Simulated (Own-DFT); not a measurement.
# Shaking the atoms of 4H SiC, 72 atoms (C36Si36)

Calculated results; nothing here was measured. They come from Own-DFT, an in-house plane-wave density functional program, since retired, whose code no person has reviewed. Each row is one single-point run on a periodic cell that was not relaxed, without spin or spin-orbit coupling.

Settings of every run: PBE; PseudoDojo norm-conserving scalar-relativistic files; cutoff 42 hartree; 4 x 4 x 3 k mesh centred on Gamma; Fermi-Dirac smearing of 0.1 eV.

Known limits, some of them of some rows only: some atoms lie very close together; forces on such cells passed a denser k mesh, each cell not checked; stress not checked against mesh or cutoff.

Cell vectors in Å: (9.248, 0.000, 0.000); (-4.624, 8.009, 0.000); (0.000, 0.000, 10.068). In each run every atom was moved at random and independently from its ideal site; u is the rms move along one axis. E is the free energy for each atom above the fitted value at u = 0, and F the rms of the force components.

| run | u (Å) | E (meV/atom) | F (eV/Å) | largest force (eV/Å) | P (GPa) |
|---|---|---|---|---|---|
| 1 | 0.0299 | 33.8 | 0.898 | 3.52 | 3.79 |
| 2 | 0.0327 | ? | ? | ? | ? |
| 3 | 0.0588 | 136.9 | 1.821 | 7.47 | 6.26 |
| 4 | 0.0615 | 131.2 | 1.783 | 8.55 | 6.09 |
| 5 | 0.0998 | 385.1 | 3.493 | 21.58 | 12.50 |
| 6 | 0.1044 | 427.1 | 3.459 | 16.99 | 13.12 |
| 7 | 0.1067 | 409.8 | 3.309 | 16.33 | 12.84 |

## Worked fit

For small independent moves the energy grows as E = (3/2) K u², with K the mean stiffness felt by one atom. The runs with u up to 0.11 Å give K = 25.1 ± 0.8 eV/Å², with residuals divided by u² + 0.0006 Å², since the noise grows with the moves. The scatter is 6.0 meV/atom at u = 0.05 Å. The forces follow F = G u with G = 31.6 eV/Å²; no force at u = 0 is resolved. G exceeds K because the moves of its neighbours add to the force on an atom, and stiffness differs between atoms. The pressure follows P = 2.94 + 916 u² GPa: at fixed volume, shortened bonds push harder than stretched ones pull.

## Withheld run

Question: what energy and rms force should run 2 give?

The fit gives 40 ± 3 meV/atom and about 1.03 eV/Å. The calculation gave 37.5 meV/atom and 0.900 eV/Å.
